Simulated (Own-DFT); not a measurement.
# Misfit strain and the stress it brings: diamond-structure SiGeSn with randomly placed atoms, 64 atoms (Ge48Si8Sn8)

The numbers are computed, not measured, by runs of the plane-wave DFT program Own-DFT (in-house, retired, unreviewed) at fixed positions, with no spin and no spin-orbit coupling.

Method: PBE; PseudoDojo norm-conserving scalar-relativistic files; cutoff 49 hartree; 3 x 3 x 3 k mesh centred on Gamma; Fermi-Dirac smearing of 0.1 eV.

Keep in mind: forces on such cells moved up to 12 meV/angstrom on a denser k mesh; stress not checked against mesh or cutoff.

Unstrained cell vectors in Å: (11.467, 0.000, 0.000); (0.000, 11.467, 0.000); (0.000, 0.000, 11.467). The unstrained cell has measured lattice constants (interpolated for alloys), not those of this functional. That, the random moves and any unrelaxed bonds set the pressure at no strain. Each run strains x and y alike by e, as a substrate would, and holds the height along z. All atoms carry random offsets, Gaussian with a width of 0.05 Å per axis. The random placing of the alloy's atoms differs from row to row. Stress is positive in tension.

| e (%) | u (Å) | (s_xx + s_yy)/2 (GPa) | s_zz (GPa) |
|---|---|---|---|
| -2.50 | 0.048 | -10.21 | -8.46 |
| -2.25 | 0.052 | -9.61 | -8.23 |
| -0.75 | 0.050 | -6.38 | -5.85 |
| -0.50 | 0.051 | ? | ? |
| -0.25 | 0.048 | -4.98 | -4.95 |
| 1.50 | 0.055 | -2.56 | -3.34 |
| 1.75 | 0.049 | -1.95 | -3.09 |
| 2.25 | 0.054 | -1.34 | -2.74 |
| 2.75 | 0.050 | -0.81 | -2.15 |
| 3.00 | 0.053 | -0.64 | -2.25 |

## Analysis

With e as a fraction, the in-plane stress is -4.8 + 182 e - 1462 e² GPa (errors 3 and 185, scatter 0.15), and s_zz is -4.8 + 121 e - 1110 e² GPa (slope ± 2, scatter 0.14). At e = 0 the first slope is C11 + C12 and the second 2 C12, both with the ions held to the strained lattice and at the cell's own pressure. The term in e² is negative: the layer stiffens under compression and softens under tension. A free layer would change its height as e changes, and the in-plane slope would drop by 2 C12²/C11 to the biaxial modulus. At fixed height, a misfit of 1 % moves the in-plane stress by about 1.8 GPa and s_zz by 1.2 GPa.

## Prediction

The question: what are the two stresses at e = -0.50 %?

Estimate: -5.7 and -5.5 GPa. The hidden result is -6.07 and -5.62 GPa.
